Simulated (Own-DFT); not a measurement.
# Computed records: Ti₂₀Si₃₉ (C49 TiSi2 crystal with one vacancy, atoms displaced)

A calculation, not a measurement: plane-wave density functional theory by an unreviewed code, no spin, of a simulated periodic cell, stress positive in tension, run twice, with PBE and with PBEsol, both on files made for PBE, so the change isn't that of files made for PBEsol, forces on such cells moved up to 12 meV/angstrom on a denser k mesh; the far tail of each file's local potential was reset to the Coulomb form; each entry is a single point on an unrelaxed cell, so the pressure reflects the starting lattice, taken from the Materials Project, from which strain is counted, and rises with the displacements; printed positions are rounded, which can move forces by about a meV/angstrom; the program, named Own-DFT, is a retired in-house code; no spin-orbit coupling; stress was not checked against mesh or cutoff. Program: Own-DFT development build.

Common to all runs: functional PBE, then PBEsol; potential files PseudoDojo norm-conserving, scalar-relativistic, standard set; wave cutoff 42 hartree; occupations cold (Marzari-Vanderbilt); smearing width 0.2 eV; k mesh 4 x 4 x 4 centred on Gamma.

```yaml
- entry: 1
  formula: Ti20Si39
  kind: "C49 TiSi2 crystal with one vacancy, atoms displaced"
  structure:
    cell_angstrom:
      - [5.2953, -6.7593, 3.5652]
      - [7.0604, 0.0, -7.1303]
      - [5.2953, 6.7593, 3.5652]
    atoms_fractional:
      - [Ti, 0.94666, 0.9273, 0.15572]
      - [Ti, 0.85569, 0.87565, 0.64979]
      - [Si, 0.60619, 0.92086, 0.49145]
      - [Si, 0.19081, 0.87393, 0.31012]
      - [Si, 0.90439, 0.02346, 0.39881]
      - [Si, 0.90192, 0.77939, 0.39712]
      - [Ti, 0.94871, 0.423, 0.15016]
      - [Ti, 0.85379, 0.3801, 0.64383]
      - [Si, 0.60928, 0.42758, 0.49008]
      - [Si, 0.186, 0.38027, 0.30801]
      - [Si, 0.89958, 0.52475, 0.4057]
      - [Si, 0.90122, 0.27575, 0.39423]
      - [Ti, 0.74949, 0.72431, 0.95887]
      - [Ti, 0.64642, 0.67073, 0.44301]
      - [Si, 0.4092, 0.72694, 0.29084]
      - [Si, 0.99017, 0.67713, 0.10546]
      - [Si, 0.70434, 0.82486, 0.19878]
      - [Si, 0.69842, 0.58127, 0.19203]
      - [Ti, 0.54643, 0.02362, 0.75118]
      - [Ti, 0.45483, 0.97602, 0.24963]
      - [Si, 0.20787, 0.02817, 0.09037]
      - [Si, 0.78772, 0.97123, 0.91001]
      - [Si, 0.49901, 0.12375, 0.99822]
      - [Si, 0.49764, 0.87391, 0.00221]
      - [Ti, 0.748, 0.22365, 0.95715]
      - [Ti, 0.65159, 0.17159, 0.44568]
      - [Si, 0.98965, 0.18173, 0.10768]
      - [Si, 0.70409, 0.32385, 0.1988]
      - [Si, 0.70545, 0.07549, 0.20218]
      - [Ti, 0.54421, 0.52498, 0.7537]
      - [Ti, 0.45594, 0.47641, 0.24599]
      - [Si, 0.20631, 0.52076, 0.08788]
      - [Si, 0.78777, 0.47143, 0.911]
      - [Si, 0.50083, 0.62868, 0.99451]
      - [Si, 0.49483, 0.37459, 0.99952]
      - [Ti, 0.34622, 0.83175, 0.55592]
      - [Ti, 0.24553, 0.77795, 0.03972]
      - [Si, 0.00965, 0.82174, 0.8929]
      - [Si, 0.59179, 0.7731, 0.70507]
      - [Si, 0.29496, 0.92673, 0.79877]
      - [Si, 0.29652, 0.67978, 0.80382]
      - [Ti, 0.3476, 0.32846, 0.5577]
      - [Ti, 0.25041, 0.27327, 0.04374]
      - [Si, 0.00831, 0.32447, 0.89519]
      - [Si, 0.59086, 0.27463, 0.70732]
      - [Si, 0.30453, 0.42016, 0.80351]
      - [Si, 0.29801, 0.17136, 0.7957]
      - [Ti, 0.14413, 0.62402, 0.34893]
      - [Ti, 0.0538, 0.57571, 0.84928]
      - [Si, 0.81214, 0.62338, 0.68988]
      - [Si, 0.39579, 0.57067, 0.5104]
      - [Si, 0.10561, 0.72932, 0.6048]
      - [Si, 0.09773, 0.46999, 0.60811]
      - [Ti, 0.14758, 0.12272, 0.35671]
      - [Ti, 0.04817, 0.07423, 0.84587]
      - [Si, 0.8039, 0.13474, 0.68786]
      - [Si, 0.39409, 0.07034, 0.50536]
      - [Si, 0.10184, 0.22632, 0.59969]
      - [Si, 0.09674, 0.97809, 0.59334]
  results:
    "PBE_pressure [GPa]": 1.74
    "PBE_stress_xx [GPa]": -1.88
    "PBE_stress_yy [GPa]": -1.41
    "PBE_stress_zz [GPa]": -1.93
    "PBE_stress_yz [GPa]": -0.12
    "PBE_stress_xz [GPa]": -0.08
    "PBE_stress_xy [GPa]": 0.06
    "PBEsol_pressure [GPa]": -1.52
    "PBEsol_stress_xx [GPa]": 1.45
    "PBEsol_stress_yy [GPa]": 2.09
    "PBEsol_stress_zz [GPa]": 1.03
    "PBEsol_stress_yz [GPa]": -0.11
    "PBEsol_stress_xz [GPa]": -0.08
    "PBEsol_stress_xy [GPa]": 0.06
    force_element: [Ti, Ti, Si, Si, Si, Si, Ti, Ti, Si, Si, Si, Si, Ti, Ti, Si, Si, Si, Si, Ti, Ti, Si, Si, Si, Si, Ti, Ti, Si, Si, Si, Ti, Ti, Si, Si, Si, Si, Ti, Ti, Si, Si, Si, Si, Ti, Ti, Si, Si, Si, Si, Ti, Ti, Si, Si, Si, Si, Ti, Ti, Si, Si, Si, Si]
    "PBE_force_x [eV/angstrom]": [-0.15, -0.352, 0.386, -0.029, 0.099, -0.224, 0.501, -0.349, -0.888, -0.024, -0.154, 0.193, -0.916, 1.139, -0.494, 0.125, 0.043, -0.071, 0.053, -0.492, 0.31, 0.386, 0.411, 0.181, -0.581, 0.419, -0.318, -0.296, -0.44, 0.139, -0.178, 0.686, 0.224, -0.134, 0.447, -0.994, 0.983, -0.076, 0.325, 0.119, -0.391, -0.827, 0.268, -0.294, 0.199, -0.144, 0.445, 0.796, -0.42, 0.108, -0.007, -0.857, 0.401, -0.06, 0.228, -0.324, 0.68, -0.28, 0.47]
    "PBE_force_y [eV/angstrom]": [-0.667, 0.109, -0.409, -0.123, 0.509, 0.317, 0.392, 0.573, -0.2, -0.842, -0.468, 0.319, -0.687, -0.38, -0.064, 0.277, 0.553, 0.468, 0.111, -0.097, 0.147, -0.316, 0.394, -0.07, -0.653, 0.023, 0.227, 0.73, 0.546, -0.357, 0.244, -0.028, -0.163, 0.579, 0.138, -0.235, 0.24, -0.072, 0.225, -0.087, -0.504, -0.153, 0.156, -0.554, 0.398, 0.208, 0.147, 0.25, -0.012, 0.274, 0.324, 0.037, -0.74, -0.35, -0.034, -0.263, -0.644, 0.02, 0.235]
    "PBE_force_z [eV/angstrom]": [0.032, -0.409, -0.126, -0.115, -0.412, 0.616, -0.596, 0.51, 0.68, 1.474, -0.383, 0.211, -0.627, -0.054, -0.196, 0.558, -0.285, 0.858, 0.072, 0.123, 0.319, -0.434, 0.119, -0.254, -0.335, 0.037, 1.193, -0.403, -0.518, 0.094, -0.53, 0.247, -0.456, 0.374, 0.581, 0.723, 1.057, -1.017, 0.5, 0.074, 0.336, 0.136, -0.139, -0.509, -0.182, -0.521, -0.036, 0.124, -0.042, -0.256, -1.234, 0.03, -0.522, -0.54, -0.008, 1.264, -1.488, -0.059, 0.348]
    "PBEsol_force_x [eV/angstrom]": [-0.154, -0.346, 0.381, -0.026, 0.101, -0.22, 0.489, -0.346, -0.872, -0.022, -0.156, 0.196, -0.905, 1.127, -0.486, 0.124, 0.042, -0.072, 0.05, -0.517, 0.3, 0.382, 0.408, 0.184, -0.569, 0.448, -0.312, -0.295, -0.442, 0.134, -0.138, 0.672, 0.221, -0.143, 0.458, -0.982, 0.967, -0.075, 0.32, 0.113, -0.391, -0.791, 0.233, -0.287, 0.193, -0.149, 0.455, 0.788, -0.409, 0.106, -0.007, -0.865, 0.408, -0.093, 0.232, -0.32, 0.671, -0.29, 0.476]
    "PBEsol_force_y [eV/angstrom]": [-0.672, 0.125, -0.463, -0.073, 0.498, 0.305, 0.364, 0.583, -0.255, -0.795, -0.459, 0.313, -0.691, -0.354, -0.117, 0.328, 0.545, 0.465, 0.092, -0.086, 0.101, -0.277, 0.382, -0.066, -0.67, 0.028, 0.279, 0.713, 0.533, -0.373, 0.249, -0.078, -0.112, 0.57, 0.132, -0.251, 0.252, -0.129, 0.282, -0.085, -0.495, -0.125, 0.16, -0.608, 0.457, 0.2, 0.144, 0.228, 0.008, 0.223, 0.37, 0.038, -0.729, -0.316, -0.019, -0.317, -0.598, 0.014, 0.227]
    "PBEsol_force_z [eV/angstrom]": [0.039, -0.406, -0.131, -0.123, -0.419, 0.623, -0.589, 0.504, 0.678, 1.491, -0.386, 0.22, -0.621, -0.052, -0.186, 0.562, -0.292, 0.863, 0.067, 0.154, 0.315, -0.435, 0.12, -0.256, -0.333, 0.067, 1.193, -0.415, -0.514, 0.092, -0.553, 0.236, -0.456, 0.382, 0.581, 0.713, 1.046, -1.016, 0.498, 0.077, 0.345, 0.137, -0.175, -0.51, -0.196, -0.527, -0.039, 0.119, -0.044, -0.247, -1.228, 0.028, -0.523, -0.532, -0.001, 1.274, -1.506, -0.062, 0.347]
    "rms_change_of_force_components_from_PBE_to_PBEsol [eV/angstrom]": 0.02
- entry: 2
  formula: Ti20Si39
  kind: "C49 TiSi2 crystal with one vacancy, atoms displaced"
  structure:
    cell_angstrom:
      - [5.2953, -6.7593, 3.5652]
      - [7.0604, 0.0, -7.1303]
      - [5.2953, 6.7593, 3.5652]
    atoms_fractional:
      - [Ti, 0.9537, 0.92521, 0.15057]
      - [Ti, 0.85775, 0.87416, 0.65135]
      - [Si, 0.61198, 0.92303, 0.49463]
      - [Si, 0.19394, 0.87641, 0.31006]
      - [Si, 0.89742, 0.02578, 0.39926]
      - [Si, 0.90508, 0.77955, 0.39716]
      - [Ti, 0.952, 0.42241, 0.15274]
      - [Ti, 0.85159, 0.37159, 0.64519]
      - [Si, 0.61064, 0.41877, 0.49261]
      - [Si, 0.19527, 0.37714, 0.30676]
      - [Si, 0.89799, 0.27184, 0.40331]
      - [Ti, 0.74145, 0.72416, 0.95296]
      - [Ti, 0.65325, 0.66843, 0.44122]
      - [Si, 0.40943, 0.72654, 0.28964]
      - [Si, 0.98891, 0.67386, 0.11183]
      - [Si, 0.7035, 0.82059, 0.20483]
      - [Si, 0.7038, 0.57262, 0.19868]
      - [Ti, 0.53584, 0.02753, 0.75274]
      - [Ti, 0.45042, 0.97786, 0.24534]
      - [Si, 0.20326, 0.02167, 0.0978]
      - [Si, 0.7937, 0.97236, 0.90985]
      - [Si, 0.49689, 0.12567, 0.99783]
      - [Si, 0.50763, 0.87617, 0.9965]
      - [Ti, 0.74372, 0.22344, 0.95326]
      - [Ti, 0.65551, 0.17602, 0.44292]
      - [Si, 0.41296, 0.2216, 0.29185]
      - [Si, 0.98619, 0.17581, 0.11292]
      - [Si, 0.70059, 0.3261, 0.19863]
      - [Si, 0.7012, 0.07725, 0.19581]
      - [Ti, 0.54112, 0.52216, 0.7553]
      - [Ti, 0.45242, 0.47295, 0.24572]
      - [Si, 0.20905, 0.5271, 0.09234]
      - [Si, 0.7927, 0.47364, 0.90794]
      - [Si, 0.49936, 0.61887, 0.00137]
      - [Si, 0.50378, 0.376, 0.99675]
      - [Ti, 0.34366, 0.82314, 0.55018]
      - [Ti, 0.25694, 0.77443, 0.04708]
      - [Si, 0.00642, 0.81992, 0.89291]
      - [Si, 0.59348, 0.77829, 0.70677]
      - [Si, 0.30044, 0.92394, 0.79885]
      - [Si, 0.30005, 0.67473, 0.80225]
      - [Ti, 0.34703, 0.32116, 0.55418]
      - [Ti, 0.25695, 0.27585, 0.0523]
      - [Si, 0.01248, 0.32658, 0.8875]
      - [Si, 0.58854, 0.28021, 0.70538]
      - [Si, 0.30097, 0.41873, 0.79959]
      - [Si, 0.29824, 0.17179, 0.79439]
      - [Ti, 0.1503, 0.62859, 0.35414]
      - [Ti, 0.0552, 0.5748, 0.84772]
      - [Si, 0.80924, 0.62477, 0.69415]
      - [Si, 0.38965, 0.57572, 0.50145]
      - [Si, 0.09397, 0.72246, 0.59495]
      - [Si, 0.09636, 0.47552, 0.60183]
      - [Ti, 0.14604, 0.11991, 0.34883]
      - [Ti, 0.05372, 0.07045, 0.84604]
      - [Si, 0.81168, 0.11779, 0.6855]
      - [Si, 0.39448, 0.07147, 0.50896]
      - [Si, 0.09839, 0.2255, 0.60009]
      - [Si, 0.10054, 0.97708, 0.59095]
  results:
    "PBE_pressure [GPa]": 1.81
    "PBE_stress_xx [GPa]": -1.7
    "PBE_stress_yy [GPa]": -1.93
    "PBE_stress_zz [GPa]": -1.79
    "PBE_stress_yz [GPa]": -0.3
    "PBE_stress_xz [GPa]": 0.09
    "PBE_stress_xy [GPa]": -0.04
    "PBEsol_pressure [GPa]": -1.47
    "PBEsol_stress_xx [GPa]": 1.69
    "PBEsol_stress_yy [GPa]": 1.54
    "PBEsol_stress_zz [GPa]": 1.19
    "PBEsol_stress_yz [GPa]": -0.31
    "PBEsol_stress_xz [GPa]": 0.09
    "PBEsol_stress_xy [GPa]": -0.04
    force_element: [Ti, Ti, Si, Si, Si, Si, Ti, Ti, Si, Si, Si, Ti, Ti, Si, Si, Si, Si, Ti, Ti, Si, Si, Si, Si, Ti, Ti, Si, Si, Si, Si, Ti, Ti, Si, Si, Si, Si, Ti, Ti, Si, Si, Si, Si, Ti, Ti, Si, Si, Si, Si, Ti, Ti, Si, Si, Si, Si, Ti, Ti, Si, Si, Si, Si]
    "PBE_force_x [eV/angstrom]": [-0.3, -0.652, -0.36, -0.448, -0.074, -0.704, -0.496, 0.32, 0.357, -0.145, 0.423, 0.34, 0.891, -0.006, -0.011, -0.091, 0.278, 0.738, 0.052, 0.121, -0.207, 0.063, -0.263, 0.126, -0.451, 0.077, -0.12, 0.242, -0.252, 0.487, 0.136, -0.089, -0.068, 0.57, -0.293, 0.414, -0.187, 0.441, -0.553, -0.245, -0.299, -0.036, -0.804, -0.234, -0.199, 0.029, 0.318, -0.216, 0.026, -0.703, 0.313, 0.51, -0.387, 1.04, 0.249, 0.591, -0.283, -0.161, 0.182]
    "PBE_force_y [eV/angstrom]": [0.597, -0.024, -0.457, 0.266, -0.163, 0.274, 0.182, 0.374, -0.637, 0.654, -0.571, -0.661, 0.561, -0.241, 0.377, -0.143, 0.025, -1.273, -0.329, -0.829, 0.151, 0.101, 0.655, -0.586, 0.579, 0.135, -0.414, -0.018, 0.1, -0.859, 0.088, -0.19, 0.129, -0.038, 0.413, -0.115, 0.334, -0.257, 0.379, 0.248, -0.202, -0.125, 0.049, 0.265, 0.087, 0.21, 0.467, -0.14, 0.315, -0.6, 0.111, 0.014, -0.374, 0.065, 0.211, 0.485, 0.107, -0.159, 0.399]
    "PBE_force_z [eV/angstrom]": [-0.232, -0.237, -0.313, 0.386, 0.047, 0.414, -0.284, 0.409, -1.03, 0.294, -0.633, 0.205, -0.247, 0.165, 0.189, -0.243, 0.273, 0.656, 0.709, -0.76, -0.536, 0.042, 0.005, -0.014, 0.448, -0.368, -0.245, 0.153, 0.174, -0.432, 0.095, -0.029, 0.094, -0.285, 0.213, 0.289, -0.284, 0.051, 0.413, 0.121, -0.128, -0.258, -0.151, 0.544, 1.284, -0.474, 0.021, -0.063, 0.034, -0.145, 0.777, 0.385, -0.237, -0.243, -0.3, -0.582, -0.496, -0.205, 0.563]
    "PBEsol_force_x [eV/angstrom]": [-0.288, -0.647, -0.357, -0.441, -0.072, -0.721, -0.528, 0.311, 0.352, -0.143, 0.436, 0.341, 0.881, -0.008, -0.01, -0.098, 0.294, 0.726, 0.052, 0.118, -0.202, 0.064, -0.27, 0.13, -0.444, 0.075, -0.117, 0.24, -0.254, 0.484, 0.134, -0.089, -0.069, 0.576, -0.3, 0.409, -0.189, 0.436, -0.546, -0.24, -0.309, -0.032, -0.791, -0.227, -0.195, 0.041, 0.315, -0.175, 0.022, -0.691, 0.308, 0.525, -0.402, 1.019, 0.237, 0.586, -0.281, -0.158, 0.181]
    "PBEsol_force_y [eV/angstrom]": [0.574, -0.008, -0.514, 0.321, -0.16, 0.265, 0.12, 0.426, -0.69, 0.692, -0.56, -0.677, 0.616, -0.286, 0.422, -0.136, 0.027, -1.275, -0.302, -0.874, 0.198, 0.102, 0.643, -0.586, 0.587, 0.082, -0.369, -0.018, 0.098, -0.862, 0.104, -0.239, 0.183, -0.038, 0.404, -0.134, 0.353, -0.315, 0.441, 0.247, -0.2, -0.137, 0.067, 0.224, 0.14, 0.204, 0.453, -0.198, 0.329, -0.649, 0.159, 0.012, -0.369, 0.044, 0.225, 0.438, 0.161, -0.154, 0.391]
    "PBEsol_force_z [eV/angstrom]": [-0.228, -0.238, -0.32, 0.393, 0.042, 0.435, -0.286, 0.438, -1.035, 0.301, -0.652, 0.204, -0.282, 0.161, 0.188, -0.244, 0.286, 0.655, 0.699, -0.761, -0.535, 0.036, 0.01, -0.014, 0.446, -0.369, -0.247, 0.157, 0.168, -0.417, 0.09, -0.031, 0.1, -0.295, 0.216, 0.278, -0.285, 0.049, 0.416, 0.118, -0.126, -0.246, -0.148, 0.544, 1.293, -0.475, 0.03, -0.067, 0.033, -0.144, 0.774, 0.388, -0.251, -0.234, -0.297, -0.586, -0.496, -0.208, 0.572]
    "rms_change_of_force_components_from_PBE_to_PBEsol [eV/angstrom]": 0.021
- entry: 3
  formula: Ti20Si39
  kind: "C49 TiSi2 crystal with one vacancy, atoms displaced"
  structure:
    cell_angstrom:
      - [5.2953, -6.7593, 3.5652]
      - [7.0604, 0.0, -7.1303]
      - [5.2953, 6.7593, 3.5652]
    atoms_fractional:
      - [Ti, 0.94592, 0.92516, 0.15159]
      - [Ti, 0.85178, 0.88012, 0.64963]
      - [Si, 0.60423, 0.9224, 0.48486]
      - [Si, 0.19261, 0.87388, 0.30903]
      - [Si, 0.89872, 0.02378, 0.40132]
      - [Si, 0.89867, 0.77061, 0.39958]
      - [Ti, 0.94738, 0.42146, 0.15217]
      - [Ti, 0.85328, 0.37532, 0.64844]
      - [Si, 0.61527, 0.42527, 0.48943]
      - [Si, 0.19155, 0.37606, 0.30742]
      - [Si, 0.90253, 0.52851, 0.40095]
      - [Si, 0.90016, 0.27292, 0.401]
      - [Ti, 0.74664, 0.72467, 0.94943]
      - [Ti, 0.6575, 0.67203, 0.45214]
      - [Si, 0.40261, 0.72583, 0.29132]
      - [Si, 0.99268, 0.67648, 0.10861]
      - [Si, 0.70327, 0.82543, 0.20529]
      - [Si, 0.69636, 0.57568, 0.19823]
      - [Ti, 0.55459, 0.02571, 0.75193]
      - [Ti, 0.45463, 0.97494, 0.24902]
      - [Si, 0.20961, 0.02673, 0.0926]
      - [Si, 0.7894, 0.97819, 0.90978]
      - [Si, 0.4966, 0.12641, 0.00089]
      - [Si, 0.49676, 0.87159, 0.00042]
      - [Ti, 0.74767, 0.22611, 0.9583]
      - [Ti, 0.65592, 0.17592, 0.44783]
      - [Si, 0.41049, 0.22529, 0.29538]
      - [Si, 0.69984, 0.32707, 0.19734]
      - [Si, 0.69582, 0.07232, 0.20198]
      - [Ti, 0.54095, 0.52244, 0.75582]
      - [Ti, 0.45954, 0.47548, 0.25091]
      - [Si, 0.20574, 0.52036, 0.09753]
      - [Si, 0.79171, 0.47698, 0.90752]
      - [Si, 0.49639, 0.62901, 0.00344]
      - [Si, 0.50667, 0.37905, 0.99416]
      - [Ti, 0.34571, 0.82386, 0.54962]
      - [Ti, 0.25467, 0.77323, 0.05318]
      - [Si, 0.00489, 0.82559, 0.89029]
      - [Si, 0.5969, 0.77393, 0.70787]
      - [Si, 0.30017, 0.92274, 0.80204]
      - [Si, 0.29565, 0.67605, 0.80443]
      - [Ti, 0.34486, 0.32675, 0.55981]
      - [Ti, 0.25051, 0.27806, 0.04663]
      - [Si, 0.00931, 0.3245, 0.89049]
      - [Si, 0.589, 0.27207, 0.70987]
      - [Si, 0.29373, 0.42464, 0.79497]
      - [Si, 0.29839, 0.17525, 0.80407]
      - [Ti, 0.14234, 0.62686, 0.35163]
      - [Ti, 0.05401, 0.57398, 0.84327]
      - [Si, 0.80688, 0.62664, 0.69613]
      - [Si, 0.39295, 0.57961, 0.5057]
      - [Si, 0.09842, 0.72465, 0.60152]
      - [Si, 0.09882, 0.47698, 0.59982]
      - [Ti, 0.1483, 0.12293, 0.35096]
      - [Ti, 0.05452, 0.07292, 0.85101]
      - [Si, 0.8057, 0.11868, 0.69015]
      - [Si, 0.38983, 0.07644, 0.50738]
      - [Si, 0.09695, 0.22379, 0.6013]
      - [Si, 0.10125, 0.97593, 0.5975]
  results:
    "PBE_pressure [GPa]": 1.57
    "PBE_stress_xx [GPa]": -1.43
    "PBE_stress_yy [GPa]": -1.34
    "PBE_stress_zz [GPa]": -1.93
    "PBE_stress_yz [GPa]": -0.07
    "PBE_stress_xz [GPa]": -0.07
    "PBE_stress_xy [GPa]": -0.09
    "PBEsol_pressure [GPa]": -1.69
    "PBEsol_stress_xx [GPa]": 1.9
    "PBEsol_stress_yy [GPa]": 2.16
    "PBEsol_stress_zz [GPa]": 1.02
    "PBEsol_stress_yz [GPa]": -0.08
    "PBEsol_stress_xz [GPa]": -0.07
    "PBEsol_stress_xy [GPa]": -0.09
    force_element: [Ti, Ti, Si, Si, Si, Si, Ti, Ti, Si, Si, Si, Si, Ti, Ti, Si, Si, Si, Si, Ti, Ti, Si, Si, Si, Si, Ti, Ti, Si, Si, Si, Ti, Ti, Si, Si, Si, Si, Ti, Ti, Si, Si, Si, Si, Ti, Ti, Si, Si, Si, Si, Ti, Ti, Si, Si, Si, Si, Ti, Ti, Si, Si, Si, Si]
    "PBE_force_x [eV/angstrom]": [0.099, -0.907, 0.829, -0.096, -0.035, 0.661, 0.423, -0.137, -0.059, -0.327, -0.78, -0.185, 0.592, -0.474, 0.49, -0.435, -0.507, 0.395, -0.894, -0.553, -0.063, 0.519, 0.174, 0.629, -0.546, -0.414, -0.09, 0.086, 0.614, 0.395, -0.725, 0.278, -0.162, -0.349, -0.364, 0.586, -0.606, 0.257, -0.323, 0.12, -0.144, -0.537, 0.15, -0.04, 0.533, 0.642, -0.185, 0.275, 0.383, -0.132, -0.309, 0.106, -0.245, 0.321, -0.35, 1.09, 0.144, 0.147, 0.036]
    "PBE_force_y [eV/angstrom]": [0.062, -0.295, 0.088, 0.255, -0.469, -0.113, -0.008, 0.022, 0.43, 0.486, 0.038, -0.472, 0.487, 0.182, -0.557, 0.3, -0.172, -0.418, 0.957, 0.029, 0.952, 0.185, -0.137, -0.276, -0.575, 0.583, -0.304, -0.124, -0.655, -0.802, 0.506, -0.692, 0.167, -0.281, 0.835, 0.307, -0.15, -0.118, 0.451, -0.028, -0.399, -0.845, -0.301, 0.97, -0.125, 0.292, -0.151, -0.276, 0.722, -0.655, 0.241, -0.075, -0.07, 0.138, -0.309, -0.213, 0.332, -0.101, 0.145]
    "PBE_force_z [eV/angstrom]": [0.512, 0.558, 0.341, -0.882, -0.292, -0.342, -0.664, 0.032, 0.102, 0.693, 0.336, -0.226, 0.179, -0.605, 0.672, -0.058, -0.26, 0.34, -0.158, -0.285, -0.56, 0.491, 0.051, -0.179, -0.446, -0.048, -0.38, 0.627, -0.173, -0.297, -0.491, -0.739, 0.673, 0.271, 0.244, 0.132, -0.645, 0.351, -0.749, -0.265, 0.138, -0.232, 0.525, 0.65, -0.154, 0.358, 0.036, 0.38, 0.027, 0.06, 0.823, -0.176, 0.063, 0.09, -0.361, -0.58, 0.35, 0.09, 0.05]
    "PBEsol_force_x [eV/angstrom]": [0.063, -0.902, 0.819, -0.096, -0.039, 0.668, 0.454, -0.133, -0.058, -0.323, -0.788, -0.181, 0.584, -0.47, 0.483, -0.426, -0.512, 0.396, -0.879, -0.545, -0.061, 0.509, 0.18, 0.643, -0.574, -0.41, -0.09, 0.083, 0.612, 0.396, -0.713, 0.271, -0.161, -0.357, -0.371, 0.577, -0.598, 0.254, -0.316, 0.118, -0.152, -0.532, 0.169, -0.037, 0.527, 0.65, -0.189, 0.273, 0.376, -0.127, -0.303, 0.106, -0.248, 0.353, -0.375, 1.071, 0.14, 0.155, 0.036]
    "PBEsol_force_y [eV/angstrom]": [0.058, -0.265, 0.04, 0.31, -0.455, -0.116, -0.019, 0.035, 0.383, 0.544, 0.037, -0.459, 0.459, 0.196, -0.614, 0.354, -0.172, -0.413, 0.925, 0.05, 0.912, 0.234, -0.134, -0.271, -0.571, 0.599, -0.357, -0.117, -0.64, -0.816, 0.52, -0.746, 0.221, -0.273, 0.82, 0.281, -0.138, -0.164, 0.502, -0.022, -0.391, -0.853, -0.316, 0.93, -0.076, 0.288, -0.144, -0.292, 0.731, -0.714, 0.293, -0.072, -0.068, 0.133, -0.333, -0.262, 0.384, -0.098, 0.143]
    "PBEsol_force_z [eV/angstrom]": [0.541, 0.558, 0.338, -0.881, -0.287, -0.342, -0.688, 0.026, 0.102, 0.698, 0.337, -0.234, 0.175, -0.604, 0.663, -0.057, -0.265, 0.345, -0.154, -0.281, -0.587, 0.49, 0.053, -0.177, -0.476, -0.043, -0.381, 0.629, -0.179, -0.292, -0.495, -0.742, 0.676, 0.274, 0.237, 0.127, -0.641, 0.341, -0.752, -0.275, 0.147, -0.228, 0.522, 0.675, -0.156, 0.362, 0.029, 0.374, 0.026, 0.064, 0.831, -0.176, 0.067, 0.123, -0.358, -0.578, 0.352, 0.09, 0.053]
    "rms_change_of_force_components_from_PBE_to_PBEsol [eV/angstrom]": 0.02
```
